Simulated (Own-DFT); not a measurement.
# One host, several defects: zincblende InP

Everything here is calculated. The program is Own-DFT (plane waves, in-house, since retired, never reviewed by a person); positions were held fixed, and spin and spin-orbit coupling were off.

All runs used: PBE; PseudoDojo norm-conserving scalar-relativistic files; cutoff 36 hartree; 3 x 3 x 3 k mesh centred on Gamma; Fermi-Dirac smearing of 0.1 eV.

Keep in mind (not all hold for every row): not probed for a lower state with spin; forces on such cells moved up to 12 meV/angstrom on a denser k mesh; stress not checked against mesh or cutoff.

All runs share one cell, with vectors in Å (11.737, 0.000, 0.000); (0.000, 11.737, 0.000); (0.000, 0.000, 11.737) and a volume of 1617.0 Å³. The atoms are randomly displaced, by u rms on each axis. The defect's site can differ from row to row.

| cell | formula | u (Å) | P (GPa) |
|---|---|---|---|
| no defect | In32P32 | 0.0192 | 3.19 |
| no defect | In32P32 | 0.0210 | 3.21 |
| no defect | In32P32 | 0.0477 | 3.60 |
| two P vacancies | In32P30 | 0.0299 | ? |
| two P vacancies | In32P30 | 0.0304 | 2.94 |
| two P vacancies | In32P30 | 0.0305 | 2.95 |
| two P vacancies | In32P30 | 0.0308 | 2.94 |
| one In on a P site and one P on an In site | In32P32 | 0.0318 | 3.68 |
| one In on a P site and one P on an In site | In32P32 | 0.0493 | 3.84 |
| one In on a P site and one P on an In site | In32P32 | 0.0501 | 3.93 |
| one P on an In site | In31P33 | 0.0283 | 3.07 |
| one P on an In site | In31P33 | 0.0284 | 3.08 |
| one P on an In site | In31P33 | 0.0491 | 3.35 |

## Worked fit

P = P0 + c u² + a shift for each defect gives P0 = 3.15 GPa, c = 181 ± 14 GPa/Å² and a scatter of 0.03 GPa. The shifts, and each times the cell's volume:

- one In on a P site and one P on an In site: 0.31 ± 0.03 GPa, 3.2 eV
- one P on an In site: -0.22 ± 0.03 GPa, -2.2 eV
- two P vacancies: -0.37 ± 0.03 GPa, -3.7 eV (-1.9 eV for each of its 2 sites)

Against the defect-free cell, a freed cell would be larger where the shift is positive and smaller where it is negative (160.2 GPa Å³ is 1 eV). The atoms around the defects weren't relaxed, which would change these numbers.

## Test on the hidden row

Q: what pressure belongs in the blank (two P vacancies, u = 0.0299 Å)?

Estimate: 2.94 ± 0.04 GPa. Computed: 3.00 GPa.
